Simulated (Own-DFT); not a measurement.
# Hybrid less PBE against volume: monoclinic HfO2, 94 atoms (Hf32O62), with two O vacancies

Calculated, not measured. Each geometry was run twice at fixed positions with Own-DFT, a retired in-house plane-wave program that no person has reviewed: with PBE, and with HSE06 (exact exchange share 0.25 at short range, screening 0.11 per bohr, Gygi-Baldereschi treatment of its divergence). Both used PseudoDojo norm-conserving files made for PBE, a cutoff of 48 hartree, the Gamma point alone, fixed occupations, a neutral cell and no spin. One k point on a cell 10.1 Å thick isn't converged, and results move with the size of the cell. The hafnium file keeps the 4f electrons in the core, and its forces lie about 75 meV/Å off all-electron values. The oxygen file's force components were 24 meV/Å off all-electron values in a glass.

Unstrained cell vectors in Å: (10.234, 0.000, 0.000); (0.000, 10.350, 0.000); (-1.695, 0.000, 10.445), volume V0 = 1106.4 Å³, from measured lattice constants. Each geometry has its own random strain of a few per cent, its own defect sites and random moves of rms u per axis. HSE06 gave the energy alone. D is its energy less that of PBE, over the lowest D shown. The PBE stress wasn't checked against mesh or cutoff.

| run | V - V0 (Å³) | u (Å) | P with PBE (GPa) | D (eV) |
|---|---|---|---|---|
| 1 | 5.1 | 0.0483 | 4.24 | 1.098 |
| 2 | -39.1 | 0.0306 | 13.49 | 0.000 |
| 3 | -13.8 | 0.0287 | 6.45 | 0.501 |
| 4 | -22.5 | 0.0490 | 11.64 | 0.461 |
| 5 | 21.0 | 0.0335 | -0.05 | 1.399 |
| 6 | -24.4 | 0.0295 | 9.29 | 0.172 |
| 7 | 28.6 | 0.0497 | -1.43 | 1.834 |
| 8 | 12.6 | 0.0310 | 1.39 | 1.298 |
| 9 | -29.8 | 0.0468 | 12.95 | 0.209 |
| 10 | -12.1 | 0.0282 | 6.71 | 0.610 |
| 11 | -9.4 | 0.0525 | 7.45 | 0.845 |
| 12 | -42.4 | 0.0528 | 15.75 | 0.119 |
| 13 | 0.9 | 0.0527 | 5.90 | ? |

## Fit

D = 0.79 + 0.0250 (V - V0) + 109 u² eV, with an error of 0.0010 on the volume slope, 28 on the last term and a scatter of 0.08 eV. Pressure is -dE/dV, and 1 eV/Å³ is 160.2 GPa, so HSE06 changes the pressure by -4.0 ± 0.2 GPa. With the ions held to the strained lattice, the PBE pressure falls by 260 ± 8 GPa per unit of volume strain; the shape of the strain isn't fitted, so the true error is larger, and a relaxed crystal would be softer. On that slope HSE06's volume at a given pressure is about 1.5 % smaller, or 0.5 % in lengths. At u = 0 and V0 the PBE pressure is 3.1 GPa, which puts the zero-pressure volume, against the measured cell and with the defects in, at +1.2 % for PBE and -0.3 % for HSE06, each good to a few tenths of a per cent.

## Withheld run

Q: what D should run 13 give?

The fit gives 1.11 eV, with rows scattering by 0.08. Computed: 1.170 eV.
